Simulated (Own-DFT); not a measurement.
# Which defects push the lattice out? monoclinic HfO2

Source: density functional calculations with Own-DFT, an unreviewed in-house program that is no longer used. Nothing was measured or relaxed, and spin and spin-orbit coupling are left out.

Common settings: PBE; PseudoDojo norm-conserving scalar-relativistic files; cutoff 72 hartree; 2 x 2 x 2 k mesh centred on Gamma; Fermi-Dirac smearing of 0.1 eV.

Caveats (not all hold for every row): not probed for a lower state with spin; hafnium file: forces about 75 meV/angstrom off all-electron values; oxygen file: force components 24 meV/angstrom off all-electron in a glass; forces on such cells passed a denser k mesh, each cell not checked; stress not checked against mesh or cutoff.

All runs share one cell, with vectors in Å (10.234, 0.000, 0.000); (0.000, 10.350, 0.000); (-1.696, 0.000, 10.445) and a volume of 1106.4 Å³. The atoms are randomly displaced, by u rms on each axis. The defect's site can differ from row to row.

| cell | formula | u (Å) | P (GPa) |
|---|---|---|---|
| no defect | Hf32O64 | 0.0194 | 3.87 |
| no defect | Hf32O64 | 0.0473 | 5.13 |
| no defect | Hf32O64 | 0.0478 | 5.53 |
| one Si on a Hf site | Hf31O64Si | 0.0279 | 3.01 |
| one Si on a Hf site | Hf31O64Si | 0.0300 | 2.62 |
| one Si on a Hf site | Hf31O64Si | 0.0482 | ? |
| one Si on a Hf site | Hf31O64Si | 0.0501 | 4.44 |
| two O vacancies | Hf32O62 | 0.0290 | 3.62 |
| two O vacancies | Hf32O62 | 0.0479 | 4.50 |
| two O vacancies | Hf32O62 | 0.0517 | 6.06 |
| two Al on a Hf site each and one O vacancy | Al2Hf30O63 | 0.0306 | 1.95 |
| two Al on a Hf site each and one O vacancy | Al2Hf30O63 | 0.0317 | 2.00 |
| two Al on a Hf site each and one O vacancy | Al2Hf30O63 | 0.0510 | 3.15 |

## Working it out

P = P0 + c u² + a shift for each defect gives P0 = 3.39 GPa, c = 891 ± 139 GPa/Å² and a scatter of 0.39 GPa. The shifts, and each times the cell's volume:

- two O vacancies: -0.39 ± 0.32 GPa, -2.7 eV (-1.3 eV for each of its 2 sites) (not resolved)
- one Si on a Hf site: -1.28 ± 0.32 GPa, -8.8 eV
- two Al on a Hf site each and one O vacancy: -2.37 ± 0.32 GPa, -16.4 eV

Positive is outwards. The product with the volume (160.2 GPa Å³ to the eV) is nearly free of the cell's size; divided by the bulk modulus at the cell's pressure it gives the volume that the defect adds. The atoms around the defects weren't relaxed, which would change these numbers.

## Prediction

Asked: what pressure belongs in the blank (one Si on a Hf site, u = 0.0482 Å)?

The fit gives 4.18 ± 0.47 GPa. DFT gave 4.14 GPa.
